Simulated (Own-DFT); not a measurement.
# Response to strain: diamond-structure GeSn with randomly placed atoms, 64 atoms (Ge60Sn4)

These are calculations, not measurements. They come from Own-DFT, an in-house plane-wave density functional program, since retired, whose code no person has reviewed. Each row is one single-point run on a periodic cell that was not relaxed, without spin or spin-orbit coupling.

Settings of every run: PBE; PseudoDojo norm-conserving scalar-relativistic files; cutoff 49 hartree; 3 x 3 x 3 k mesh centred on Gamma; Fermi-Dirac smearing of 0.1 eV.

Known limits: forces on such cells moved up to 12 meV/angstrom on a denser k mesh; stress not checked against mesh or cutoff.

Unstrained cell vectors in Å: (11.420, 0.000, 0.000); (0.000, 11.420, 0.000); (0.000, 0.000, 11.420). The unstrained cell has measured lattice constants (interpolated for alloys), not those of this functional. That, the random moves and any unrelaxed bonds set the pressure at no strain. Each run strains this cell uniformly, with the atoms carried along. Every atom was also moved at random, by a Gaussian of width 0.05 Å on each axis. The random placing of the alloy's atoms differs from row to row. Strain is the symmetric tensor, in per cent. Stress is positive in tension, and the pressure is minus a third of its trace.

| run | e_xx (%) | e_yy (%) | e_zz (%) | s_xx (GPa) | s_yy (GPa) | s_zz (GPa) | P (GPa) | E (meV/atom) |
|---|---|---|---|---|---|---|---|---|
| 1 | 2.75 | 2.75 | 0.00 | -0.52 | -0.58 | -2.02 | 1.04 | 0.0 |
| 2 | 1.25 | 1.25 | 0.00 | -2.72 | -2.62 | -3.32 | 2.89 | 3.1 |
| 3 | 1.50 | 1.50 | 0.00 | -2.60 | -2.64 | -3.46 | 2.90 | 25.7 |
| 4 | 0.25 | 0.25 | 0.00 | -4.61 | -4.56 | -4.52 | 4.56 | 30.6 |
| 5 | -3.00 | -3.00 | 0.00 | -10.86 | -10.91 | -8.94 | 10.24 | 98.0 |
| 6 | 1.00 | 1.00 | 0.00 | -3.10 | -3.14 | -3.80 | 3.35 | 16.4 |
| 7 | 2.50 | 2.50 | 0.00 | -0.97 | -0.90 | -2.37 | 1.41 | 4.4 |
| 8 | -2.50 | -2.50 | 0.00 | -9.96 | -10.03 | -8.20 | 9.40 | 93.9 |
| 9 | 2.00 | 2.00 | 0.00 | ? | ? | ? | ? | ? |

E is the free energy for each atom above the lowest run shown.

## Worked fit

The change of volume is close to e_xx + e_yy + e_zz. A straight line through the runs shown gives P = 5.27 - 81 x (fractional change of volume) GPa, with an error of 3 on the slope and a scatter of 0.29 GPa. The strain isn't the same on all axes, but the crystal is cubic, so the slope still estimates the bulk modulus, averaged over pressures from 1.0 to 10.2 GPa.

## Withheld run

Question: what pressure should run 9 give? Its volume changes by 4.04 %.

The line gives 2.0 GPa. The calculation gave 2.30 GPa.
